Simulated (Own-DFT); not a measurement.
Simulation results for InGa3As4 (zincblende random alloy, atoms displaced)

Computed with Own-DFT development build. A calculation, not a measurement: plane-wave PBE density functional theory by an unreviewed code, no spin, of a simulated periodic cell, stress positive in tension, free energy of the whole cell less one offset for each atom, forces on such cells passed a denser k mesh, this cell's mesh not checked; offsets are fitted by least squares, one for each functional and potential file, so energies compare only between cells with the same atoms and settings and are not formation energies; the far tail of each file's local potential was reset to the Coulomb form; each entry is a single point on an unrelaxed cell, so the pressure reflects the starting lattice, mostly measured values, from which strain is counted, and rises with the displacements; printed positions are rounded, which can move forces by about a meV/angstrom; the program is a retired in-house code; no spin-orbit coupling.

Settings shared by all entries: functional PBE; potential files PseudoDojo norm-conserving, scalar-relativistic, standard set; wave cutoff 42 hartree; occupations Fermi-Dirac; smearing width 0.1 eV; k mesh 3 x 3 x 3 centred on Gamma.

(1) InGa3As4 (zincblende random alloy, atoms displaced)

```cif
# cell vector a (Å): 11.5091 0.0000 0.0000
# cell vector b (Å): 0.0000 11.5091 0.0000
# cell vector c (Å): 0.0000 0.0000 11.5091
data_InGa3As4
_symmetry_space_group_name_H-M 'P 1'
_symmetry_Int_Tables_number 1
_cell_length_a 11.5091
_cell_length_b 11.5091
_cell_length_c 11.5091
_cell_angle_alpha 90.000
_cell_angle_beta 90.000
_cell_angle_gamma 90.000
_cell_volume 1524.49
loop_
_atom_site_label
_atom_site_type_symbol
_atom_site_fract_x
_atom_site_fract_y
_atom_site_fract_z
_atom_site_occupancy
Ga1 Ga 0.00745 0.99941 0.99982 1
In1 In 0.00503 0.24998 0.25004 1
Ga2 Ga 0.24879 0.00042 0.25070 1
In2 In 0.25037 0.24934 0.99962 1
As1 As 0.12981 0.12685 0.12665 1
As2 As 0.12290 0.37803 0.37519 1
As3 As 0.37484 0.12812 0.37570 1
As4 As 0.37517 0.37949 0.12586 1
Ga3 Ga 0.00092 0.99579 0.50013 1
Ga4 Ga 0.00231 0.25132 0.74918 1
Ga5 Ga 0.25158 0.00161 0.75486 1
Ga6 Ga 0.25227 0.25186 0.49953 1
As5 As 0.12594 0.12439 0.62397 1
As6 As 0.12281 0.37297 0.87966 1
As7 As 0.37559 0.12627 0.87473 1
As8 As 0.37665 0.37332 0.62313 1
In3 In 0.00224 0.49983 0.00268 1
Ga7 Ga 0.99430 0.74817 0.25091 1
Ga8 Ga 0.25145 0.50089 0.24967 1
Ga9 Ga 0.24766 0.75479 0.99894 1
As9 As 0.12218 0.62371 0.12452 1
As10 As 0.12071 0.87719 0.37854 1
As11 As 0.36948 0.62294 0.37436 1
As12 As 0.37113 0.87843 0.12538 1
Ga10 Ga 0.99926 0.49562 0.49910 1
Ga11 Ga 0.99910 0.75050 0.75396 1
In4 In 0.25011 0.49838 0.75045 1
Ga12 Ga 0.24922 0.74901 0.50011 1
As13 As 0.12290 0.62285 0.62184 1
As14 As 0.12693 0.87592 0.87694 1
As15 As 0.37538 0.62568 0.87579 1
As16 As 0.37761 0.87574 0.62707 1
In5 In 0.50080 0.00065 0.99396 1
In6 In 0.50502 0.25319 0.24801 1
Ga13 Ga 0.74639 0.99928 0.24537 1
Ga14 Ga 0.74781 0.25207 0.00025 1
As17 As 0.62474 0.12883 0.12348 1
As18 As 0.62577 0.37768 0.37495 1
As19 As 0.87247 0.12302 0.37480 1
As20 As 0.87123 0.37482 0.12276 1
In7 In 0.50258 0.99891 0.49965 1
Ga15 Ga 0.49784 0.24901 0.75171 1
Ga16 Ga 0.75492 0.00083 0.75406 1
Ga17 Ga 0.74918 0.25195 0.49993 1
As21 As 0.62562 0.11984 0.62870 1
As22 As 0.62575 0.37569 0.87690 1
As23 As 0.87723 0.12437 0.87351 1
As24 As 0.87540 0.37307 0.62618 1
Ga18 Ga 0.49939 0.49581 0.00418 1
Ga19 Ga 0.50408 0.75055 0.24975 1
Ga20 Ga 0.75110 0.49871 0.25104 1
In8 In 0.75035 0.75009 0.00409 1
As25 As 0.62542 0.62482 0.12271 1
As26 As 0.62693 0.87351 0.37682 1
As27 As 0.87250 0.62771 0.37254 1
As28 As 0.87203 0.87312 0.12717 1
Ga21 Ga 0.49683 0.49270 0.50144 1
Ga22 Ga 0.50255 0.75433 0.74551 1
Ga23 Ga 0.74867 0.50114 0.74860 1
Ga24 Ga 0.75612 0.74615 0.50398 1
As29 As 0.62447 0.62206 0.62700 1
As30 As 0.62553 0.87274 0.87817 1
As31 As 0.87485 0.62319 0.87631 1
As32 As 0.87530 0.87634 0.62086 1
```

* free energy of cell above offsets: -23.948 eV
* pressure: 4.41 GPa
* stress xx: -4.41 GPa
* stress yy: -4.42 GPa
* stress zz: -4.4 GPa
* stress yz: -0.47 GPa
* stress xz: 0.11 GPa
* stress xy: 0.05 GPa

Force:
```
element  x (eV/Å)  y (eV/Å)  z (eV/Å)
     Ga    -0.636     0.168     0.368
     In    -1.061     -0.09     0.042
     Ga     0.009    -0.014     0.387
     In     0.435     0.277     0.132
     As    -0.263    -1.978    -0.077
     As     1.339     0.626     0.774
     As    -1.193    -0.149    -0.251
     As    -0.249     0.856     0.049
     Ga    -0.306     0.737     0.035
     Ga    -0.024    -0.242     0.047
     Ga    -0.069     -0.07    -0.512
     Ga    -0.335    -0.108    -0.073
     As      0.07     0.008     0.085
     As    -0.499     -0.63    -1.466
     As    -0.157     0.169    -1.607
     As     0.463    -0.913      -0.2
     In    -0.707    -0.132    -0.281
     Ga     0.559     0.287    -0.038
     Ga    -0.435     0.105    -0.015
     Ga     0.316    -0.604     0.342
     As     1.312      1.47      1.24
     As       0.5    -0.525    -0.619
     As     0.814      0.27     0.165
     As    -0.192    -0.859       0.7
     Ga    -0.339     0.549     0.031
     Ga    -0.043    -0.096    -0.496
     In    -0.183     0.076     0.014
     Ga    -0.084     0.169     0.133
     As    -0.734     0.854    -0.328
     As    -0.169    -0.029    -0.412
     As     0.923     0.879     0.745
     As    -1.305    -0.725     0.536
     In    -0.097    -0.033     0.818
     In    -0.702    -0.018     0.346
     Ga     0.146     0.123     0.426
     Ga     0.309    -0.295    -0.238
     As     1.507    -0.664    -0.421
     As     0.889      0.72     1.028
     As    -0.486    -0.587     0.578
     As    -1.042    -0.227     0.457
     In    -0.387     0.224    -0.172
     Ga     0.475     0.024    -0.275
     Ga    -0.329    -0.372    -0.234
     Ga    -0.041    -0.412     0.167
     As     0.931     1.411     0.805
     As    -0.275    -0.048    -0.276
     As     0.204     0.264     0.505
     As    -0.138     0.172    -0.058
     Ga     0.088     0.663     -0.45
     Ga     -0.49    -0.127     0.044
     Ga    -0.183      0.28    -0.212
     In     0.164    -0.282    -0.655
     As    -1.041    -1.233     1.282
     As     0.976    -0.975    -0.931
     As      0.23    -0.736     0.386
     As     1.476     1.412     0.644
     Ga     0.234     0.792    -0.334
     Ga    -0.065    -0.459     0.555
     Ga     0.262    -0.158     0.221
     Ga    -0.616     0.073     -0.17
     As    -0.151     0.161    -0.464
     As     0.358    -0.002    -2.145
     As    -0.077     0.142     -1.53
     As     0.109    -0.169     0.856
```

(2) InGa3As4 (zincblende random alloy, atoms displaced)

```cif
# cell vector a (Å): 11.5091 0.0000 0.0000
# cell vector b (Å): 0.0000 11.5091 0.0000
# cell vector c (Å): 0.0000 0.0000 11.5091
data_InGa3As4
_symmetry_space_group_name_H-M 'P 1'
_symmetry_Int_Tables_number 1
_cell_length_a 11.5091
_cell_length_b 11.5091
_cell_length_c 11.5091
_cell_angle_alpha 90.000
_cell_angle_beta 90.000
_cell_angle_gamma 90.000
_cell_volume 1524.49
loop_
_atom_site_label
_atom_site_type_symbol
_atom_site_fract_x
_atom_site_fract_y
_atom_site_fract_z
_atom_site_occupancy
In1 In 0.00073 0.00182 0.99826 1
Ga1 Ga 0.00303 0.24852 0.25084 1
Ga2 Ga 0.25173 0.00038 0.25023 1
In2 In 0.24889 0.24963 0.99786 1
As1 As 0.12569 0.12727 0.12144 1
As2 As 0.12209 0.37847 0.37328 1
As3 As 0.38047 0.12413 0.37556 1
As4 As 0.37489 0.37582 0.12812 1
Ga3 Ga 0.99562 0.00054 0.49996 1
Ga4 Ga 0.99648 0.25112 0.74608 1
Ga5 Ga 0.25299 0.00013 0.74790 1
Ga6 Ga 0.24876 0.25078 0.50324 1
As5 As 0.11951 0.12519 0.62342 1
As6 As 0.12953 0.37517 0.87840 1
As7 As 0.37280 0.12888 0.87921 1
As8 As 0.37485 0.37789 0.62041 1
Ga7 Ga 0.99909 0.50065 0.00116 1
Ga8 Ga 0.99923 0.75174 0.25018 1
In3 In 0.25376 0.49881 0.25028 1
Ga9 Ga 0.25005 0.74356 0.99580 1
As9 As 0.12363 0.62721 0.12332 1
As10 As 0.12668 0.87302 0.37403 1
As11 As 0.37434 0.61881 0.37392 1
As12 As 0.37220 0.87580 0.12562 1
In4 In 0.00129 0.49847 0.49861 1
Ga10 Ga 0.00427 0.75038 0.74835 1
Ga11 Ga 0.24715 0.50113 0.74992 1
Ga12 Ga 0.24745 0.74763 0.49655 1
As13 As 0.12392 0.62595 0.62522 1
As14 As 0.12436 0.87225 0.87785 1
As15 As 0.37567 0.62652 0.87563 1
As16 As 0.37322 0.87679 0.62106 1
Ga13 Ga 0.50109 0.00232 0.00116 1
Ga14 Ga 0.49718 0.24755 0.24959 1
Ga15 Ga 0.74790 0.00162 0.25038 1
Ga16 Ga 0.74328 0.24803 0.99999 1
As17 As 0.63062 0.12473 0.12219 1
As18 As 0.62681 0.37587 0.37857 1
As19 As 0.87651 0.12594 0.37279 1
As20 As 0.87191 0.37349 0.12297 1
In5 In 0.49927 0.00561 0.49980 1
In6 In 0.49943 0.25095 0.75143 1
Ga17 Ga 0.74843 0.99865 0.75092 1
In7 In 0.75207 0.24915 0.50013 1
As21 As 0.62260 0.12141 0.62018 1
As22 As 0.62130 0.37239 0.87519 1
As23 As 0.87514 0.12223 0.87830 1
As24 As 0.87347 0.37715 0.62464 1
Ga18 Ga 0.50001 0.50769 0.00324 1
Ga19 Ga 0.49849 0.74878 0.25091 1
Ga20 Ga 0.74884 0.49926 0.25118 1
Ga21 Ga 0.75115 0.74995 0.00109 1
As25 As 0.62319 0.62268 0.12153 1
As26 As 0.62253 0.87060 0.37665 1
As27 As 0.86978 0.62836 0.37587 1
As28 As 0.87434 0.87407 0.13044 1
In8 In 0.49905 0.50129 0.50389 1
Ga22 Ga 0.49881 0.75118 0.75088 1
Ga23 Ga 0.74646 0.49771 0.75203 1
Ga24 Ga 0.75038 0.74315 0.50158 1
As29 As 0.62195 0.62290 0.62995 1
As30 As 0.62568 0.87378 0.87615 1
As31 As 0.87578 0.62665 0.87200 1
As32 As 0.87812 0.87404 0.62449 1
```

- free energy of cell above offsets: -23.136 eV
- pressure: 4.61 GPa
- stress xx: -4.63 GPa
- stress yy: -4.58 GPa
- stress zz: -4.61 GPa
- stress yz: -0.13 GPa
- stress xz: -0.13 GPa
- stress xy: -0.06 GPa

Force:
```
element  x (eV/Å)  y (eV/Å)  z (eV/Å)
     In    -0.113    -0.799     0.726
     Ga    -0.204     0.189    -0.342
     Ga    -0.185     0.167    -0.013
     In     0.402     0.508      0.92
     As    -0.043    -0.335     2.253
     As     0.557    -2.206    -0.149
     As    -2.021     1.382    -1.218
     As     1.856    -0.462    -0.839
     Ga     0.326    -0.231    -0.336
     Ga     0.108     0.095     0.606
     Ga    -0.423    -0.041     0.321
     Ga    -0.139    -0.048    -0.487
     As     0.464    -0.088     0.153
     As    -1.765      1.18    -1.537
     As     0.626    -2.339    -0.766
     As    -1.988    -0.657     1.002
     Ga    -0.092    -0.005     -0.19
     Ga     0.004    -0.173     0.096
     In    -1.092     0.222    -0.449
     Ga    -0.111     0.648     0.417
     As    -0.577     0.317    -0.312
     As    -0.294     0.425     0.096
     As     0.327     2.502     0.419
     As     0.253     -0.27    -0.287
     In    -0.614     0.658     0.151
     Ga    -0.237     0.121     0.188
     Ga     0.253    -0.042     -0.01
     Ga     0.316    -0.026     0.164
     As     0.916     0.623     0.587
     As     1.151    -0.578    -1.195
     As     0.014    -0.359    -0.384
     As    -0.671    -1.108      0.85
     Ga    -0.139     -0.28    -0.039
     Ga     0.655     0.349    -0.086
     Ga     0.118    -0.472     0.259
     Ga     0.741     0.364    -0.369
     As    -0.897    -0.098      0.57
     As     -0.42    -0.072    -1.845
     As     0.658    -0.922    -0.762
     As     0.185    -0.042     0.215
     In     0.103    -1.574    -0.252
     In    -0.331    -0.446    -0.767
     Ga     0.156     0.015    -0.169
     In     -0.03    -0.183     0.094
     As     1.491     0.159     1.944
     As     0.994     1.436     1.256
     As    -1.337     1.471    -1.489
     As    -0.067     0.057     1.708
     Ga    -0.283    -0.918    -0.354
     Ga    -0.071    -0.023    -0.211
     Ga    -0.032    -0.001    -0.204
     Ga     0.102    -0.057     0.027
     As     0.467     0.542     0.677
     As     0.887    -0.425    -0.606
     As      0.01     0.092     -0.95
     As    -0.666    -0.316     0.128
     In     0.502     0.137    -0.685
     Ga    -0.064     0.282    -0.064
     Ga     0.264     0.087     0.201
     Ga    -0.337     0.667     0.332
     As     1.063     1.071     0.771
     As    -0.179     0.129     0.032
     As    -0.069    -0.183     0.118
     As    -0.481    -0.114      0.09
```

(3) InGa3As4 (zincblende random alloy, atoms displaced)

```cif
# cell vector a (Å): 11.5091 0.0000 0.0000
# cell vector b (Å): 0.0000 11.5091 0.0000
# cell vector c (Å): 0.0000 0.0000 11.5091
data_InGa3As4
_symmetry_space_group_name_H-M 'P 1'
_symmetry_Int_Tables_number 1
_cell_length_a 11.5091
_cell_length_b 11.5091
_cell_length_c 11.5091
_cell_angle_alpha 90.000
_cell_angle_beta 90.000
_cell_angle_gamma 90.000
_cell_volume 1524.49
loop_
_atom_site_label
_atom_site_type_symbol
_atom_site_fract_x
_atom_site_fract_y
_atom_site_fract_z
_atom_site_occupancy
Ga1 Ga 0.99730 0.99850 0.99882 1
Ga2 Ga 0.99598 0.24802 0.25052 1
Ga3 Ga 0.24786 0.00162 0.24796 1
Ga4 Ga 0.25017 0.24726 0.00316 1
As1 As 0.12285 0.12425 0.12373 1
As2 As 0.12252 0.37199 0.37538 1
As3 As 0.37550 0.12265 0.37768 1
As4 As 0.37508 0.37443 0.12672 1
In1 In 0.99806 0.00136 0.49471 1
In2 In 0.99926 0.24981 0.74993 1
In3 In 0.25071 0.00750 0.75392 1
Ga5 Ga 0.24759 0.24856 0.50490 1
As5 As 0.12479 0.12795 0.62458 1
As6 As 0.12620 0.37577 0.87120 1
As7 As 0.37514 0.13085 0.86972 1
As8 As 0.37708 0.37963 0.62580 1
Ga6 Ga 0.99798 0.49911 0.99914 1
Ga7 Ga 0.99881 0.75306 0.24889 1
Ga8 Ga 0.24934 0.50204 0.25079 1
Ga9 Ga 0.24972 0.74966 0.99842 1
As9 As 0.12490 0.62483 0.12630 1
As10 As 0.12347 0.88104 0.37709 1
As11 As 0.37503 0.62965 0.37443 1
As12 As 0.37323 0.87431 0.12481 1
Ga10 Ga 0.00162 0.49682 0.50032 1
Ga11 Ga 0.00047 0.74794 0.74946 1
Ga12 Ga 0.25315 0.49929 0.75028 1
Ga13 Ga 0.24692 0.75104 0.50493 1
As13 As 0.12435 0.62221 0.62417 1
As14 As 0.12289 0.87021 0.87316 1
As15 As 0.37063 0.62282 0.87728 1
As16 As 0.37479 0.87653 0.62371 1
In4 In 0.49904 0.00031 0.99526 1
In5 In 0.50379 0.24865 0.25050 1
Ga14 Ga 0.74547 0.99863 0.24857 1
Ga15 Ga 0.74997 0.25463 0.99870 1
As17 As 0.62672 0.12586 0.12650 1
As18 As 0.62529 0.37002 0.37732 1
As19 As 0.87758 0.13321 0.37834 1
As20 As 0.87316 0.37389 0.12421 1
Ga16 Ga 0.49980 0.99750 0.49781 1
Ga17 Ga 0.50068 0.25347 0.75580 1
Ga18 Ga 0.74698 0.99964 0.74815 1
In6 In 0.74803 0.25137 0.50480 1
As21 As 0.62224 0.12360 0.62741 1
As22 As 0.62519 0.37635 0.87503 1
As23 As 0.87327 0.12320 0.87631 1
As24 As 0.87433 0.37137 0.62690 1
In7 In 0.50397 0.50111 0.99682 1
Ga19 Ga 0.50106 0.74897 0.25335 1
Ga20 Ga 0.75045 0.49887 0.25051 1
Ga21 Ga 0.75251 0.74919 0.99896 1
As25 As 0.62908 0.62806 0.12678 1
As26 As 0.62624 0.87064 0.38091 1
As27 As 0.87514 0.62732 0.37636 1
As28 As 0.87397 0.87590 0.12365 1
In8 In 0.49884 0.49678 0.50604 1
Ga22 Ga 0.50022 0.74792 0.75150 1
Ga23 Ga 0.75201 0.49413 0.75166 1
Ga24 Ga 0.75163 0.74764 0.50269 1
As29 As 0.62905 0.62202 0.62343 1
As30 As 0.63067 0.87698 0.87532 1
As31 As 0.87216 0.62821 0.87600 1
As32 As 0.87103 0.87839 0.62307 1
```

- free energy of cell above offsets: -23.918 eV
- pressure: 4.41 GPa
- stress xx: -4.5 GPa
- stress yy: -4.37 GPa
- stress zz: -4.36 GPa
- stress yz: -0.06 GPa
- stress xz: 0.16 GPa
- stress xy: 0.01 GPa

Force:
```
element  x (eV/Å)  y (eV/Å)  z (eV/Å)
     Ga     0.172    -0.123    -0.021
     Ga     0.331     0.267    -0.311
     Ga     0.164    -0.122     0.217
     Ga    -0.062     0.483    -0.232
     As    -0.133    -0.008     0.016
     As     0.361     0.112    -0.144
     As    -0.868    -0.407     0.474
     As    -1.285     0.202    -0.172
     In    -0.108     0.316     0.883
     In     0.033    -0.246     0.436
     In    -0.502    -1.096    -0.613
     Ga     0.383      0.24    -0.351
     As     0.435     0.128     -0.81
     As     0.791     0.708     1.323
     As     0.384     1.574     1.148
     As    -1.514    -1.945     1.436
     Ga     0.238     0.162    -0.018
     Ga     0.213    -0.033      0.17
     Ga     0.028    -0.127     0.127
     Ga    -0.231    -0.027     0.339
     As    -0.208     0.045     -0.19
     As       1.3    -1.703    -1.349
     As    -0.763     0.113    -0.161
     As    -0.462    -0.614     0.669
     Ga    -0.361     0.137    -0.069
     Ga    -0.382      0.09    -0.311
     Ga    -0.352     0.125    -0.051
     Ga     0.113     0.143    -0.484
     As      0.04    -0.014     0.214
     As    -0.425    -0.076     0.732
     As    -0.316     1.031     -0.99
     As     0.631    -0.741     -0.17
     In    -0.011     0.191     0.384
     In     -0.74    -0.081     0.109
     Ga     0.485     0.112     0.465
     Ga     0.006    -0.581      0.13
     As     1.367    -0.309    -0.773
     As       0.6     1.725    -0.785
     As    -0.843    -0.574    -1.968
     As     0.229     0.197     0.075
     Ga    -0.016     0.007     0.253
     Ga     0.051      0.02    -0.752
     Ga     0.241     0.119     0.123
     In    -0.113    -0.428    -0.024
     As    -0.983    -0.627     0.692
     As     1.063    -1.066    -0.877
     As    -0.799    -0.547     0.526
     As     0.207     2.221    -0.043
     In    -0.464     0.273     0.924
     Ga    -0.009     0.271    -0.288
     Ga     -0.02     0.061      0.28
     Ga    -0.178      0.31     0.236
     As     0.383     0.468     0.591
     As     0.012      0.31    -0.476
     As     0.192    -0.352     -0.11
     As    -0.051    -0.001      0.18
     In     0.507     0.921    -1.504
     Ga     0.111     0.107    -0.135
     Ga     0.097     0.594    -0.195
     Ga      0.06     0.015     0.036
     As     0.633     0.838     1.325
     As     0.255     -1.22    -0.801
     As     0.326    -0.607    -0.268
     As    -0.245    -0.958     0.935
```

(4) InGa3As4 (zincblende random alloy, atoms displaced)

```cif
# cell vector a (Å): 11.5091 0.0000 0.0000
# cell vector b (Å): 0.0000 11.5091 0.0000
# cell vector c (Å): 0.0000 0.0000 11.5091
data_InGa3As4
_symmetry_space_group_name_H-M 'P 1'
_symmetry_Int_Tables_number 1
_cell_length_a 11.5091
_cell_length_b 11.5091
_cell_length_c 11.5091
_cell_angle_alpha 90.000
_cell_angle_beta 90.000
_cell_angle_gamma 90.000
_cell_volume 1524.49
loop_
_atom_site_label
_atom_site_type_symbol
_atom_site_fract_x
_atom_site_fract_y
_atom_site_fract_z
_atom_site_occupancy
Ga1 Ga 0.00563 0.00139 0.99848 1
Ga2 Ga 0.99917 0.24923 0.25127 1
Ga3 Ga 0.25183 0.00021 0.24774 1
Ga4 Ga 0.24767 0.25004 0.00232 1
As1 As 0.12373 0.12848 0.12592 1
As2 As 0.12918 0.37218 0.37844 1
As3 As 0.37490 0.12517 0.37357 1
As4 As 0.37670 0.37748 0.12101 1
Ga5 Ga 0.00062 0.00260 0.49815 1
Ga6 Ga 0.00013 0.25231 0.75179 1
Ga7 Ga 0.24957 0.99834 0.74981 1
Ga8 Ga 0.25252 0.24647 0.49913 1
As5 As 0.12806 0.12314 0.62212 1
As6 As 0.12245 0.37678 0.87638 1
As7 As 0.37460 0.12894 0.87375 1
As8 As 0.37439 0.38146 0.62345 1
Ga9 Ga 0.00156 0.50198 0.00012 1
Ga10 Ga 0.00152 0.75188 0.25059 1
Ga11 Ga 0.25340 0.50330 0.24615 1
Ga12 Ga 0.25021 0.74869 0.99883 1
As9 As 0.12531 0.62285 0.12703 1
As10 As 0.12337 0.87732 0.37377 1
As11 As 0.37746 0.62402 0.37541 1
As12 As 0.37440 0.87722 0.12246 1
In1 In 0.00187 0.49545 0.50106 1
Ga13 Ga 0.00322 0.74691 0.75240 1
Ga14 Ga 0.25610 0.49708 0.74740 1
Ga15 Ga 0.25026 0.75251 0.49488 1
As13 As 0.12753 0.63376 0.62175 1
As14 As 0.12857 0.87413 0.87044 1
As15 As 0.37532 0.62550 0.87735 1
As16 As 0.38218 0.87225 0.62584 1
In2 In 0.49643 0.99873 0.00094 1
Ga16 Ga 0.49821 0.24536 0.24677 1
Ga17 Ga 0.75257 0.00241 0.25045 1
In3 In 0.74566 0.25377 0.99617 1
As17 As 0.62013 0.12574 0.12289 1
As18 As 0.62305 0.37098 0.37463 1
As19 As 0.87587 0.12709 0.37529 1
As20 As 0.87298 0.37837 0.12185 1
Ga18 Ga 0.49851 0.99657 0.49727 1
In4 In 0.49835 0.24880 0.74971 1
In5 In 0.74825 0.00107 0.74787 1
In6 In 0.75143 0.24976 0.49674 1
As21 As 0.62099 0.12764 0.62739 1
As22 As 0.62481 0.37797 0.88054 1
As23 As 0.87718 0.12326 0.88082 1
As24 As 0.87516 0.37252 0.62519 1
In7 In 0.50027 0.49795 0.00069 1
Ga19 Ga 0.49729 0.75104 0.25081 1
Ga20 Ga 0.74871 0.50456 0.25491 1
Ga21 Ga 0.75287 0.75445 0.00217 1
As25 As 0.62087 0.62615 0.12158 1
As26 As 0.62519 0.87254 0.37426 1
As27 As 0.87469 0.62684 0.37466 1
As28 As 0.87211 0.87961 0.12173 1
Ga22 Ga 0.49940 0.49903 0.50219 1
In8 In 0.50417 0.75721 0.74344 1
Ga23 Ga 0.75131 0.50377 0.75108 1
Ga24 Ga 0.75550 0.75100 0.49850 1
As29 As 0.62259 0.62186 0.62446 1
As30 As 0.62682 0.87519 0.87464 1
As31 As 0.87884 0.62416 0.87792 1
As32 As 0.87420 0.87452 0.62166 1
```

- free energy of cell above offsets: -23.480 eV
- pressure: 4.51 GPa
- stress xx: -4.55 GPa
- stress yy: -4.54 GPa
- stress zz: -4.44 GPa
- stress yz: -0.05 GPa
- stress xz: 0.16 GPa
- stress xy: 0.27 GPa

Force:
```
element  x (eV/Å)  y (eV/Å)  z (eV/Å)
     Ga    -0.026     -0.21      0.07
     Ga     0.019     0.586     -0.18
     Ga    -0.313     0.093     0.042
     Ga     0.054     0.218    -0.246
     As     0.173    -0.377     0.089
     As     0.796    -0.637     -1.43
     As     0.112    -0.266     0.056
     As    -1.317    -1.498     1.492
     Ga    -0.074    -0.229     0.114
     Ga     0.024    -0.445      0.03
     Ga     0.451     0.195    -0.281
     Ga     0.059      0.29     0.145
     As    -0.261     0.204     0.411
     As     0.501    -0.007    -0.263
     As    -2.022    -0.563     0.434
     As    -0.482    -0.377    -0.778
     Ga    -0.029    -0.224     0.247
     Ga    -0.348    -0.008    -0.285
     Ga    -0.048     -0.51     0.439
     Ga     -0.12    -0.032      0.15
     As    -0.076     0.498     -0.22
     As     0.284     0.125    -0.116
     As    -0.177     0.115    -0.042
     As    -1.228    -1.447     1.284
     In     0.079     0.788     0.081
     Ga    -0.286     0.285    -0.357
     Ga    -0.856     0.841     0.459
     Ga     0.263     0.128     0.176
     As     0.669     -0.25     0.827
     As    -0.274    -0.002     0.549
     As    -1.038     0.337    -0.765
     As    -2.401     1.813    -1.833
     In     0.353     0.223    -0.751
     Ga      -0.1     0.499     0.105
     Ga    -0.475     0.011    -0.047
     In     0.743    -0.751     0.779
     As     0.716    -0.037     1.621
     As     -1.01     1.199    -0.981
     As      0.95    -1.185    -1.032
     As     0.832     0.658     1.308
     Ga     0.247     0.324     0.098
     In      0.03     1.253     0.078
     In     0.544     0.166      0.14
     In    -0.492    -0.104     0.658
     As    -0.255    -1.068     -1.68
     As     0.467     0.748    -2.489
     As     1.244     0.089    -0.666
     As    -0.194     0.218     1.836
     In    -0.209     0.746    -0.258
     Ga     0.163    -0.049    -0.263
     Ga    -0.226    -0.174    -0.528
     Ga    -0.344     -0.48    -0.226
     As     1.343     1.162     1.343
     As     0.206     0.253    -0.046
     As    -0.243     0.449    -0.545
     As     0.769    -0.069     0.365
     Ga     0.254    -0.029    -0.492
     In     0.281    -1.539     1.457
     Ga    -0.039    -0.351     0.016
     Ga    -0.588    -0.277     0.064
     As     1.386    -0.513    -0.907
     As     0.737    -0.615     1.151
     As    -0.327     0.384    -0.135
     As     1.132    -0.574    -0.275
```
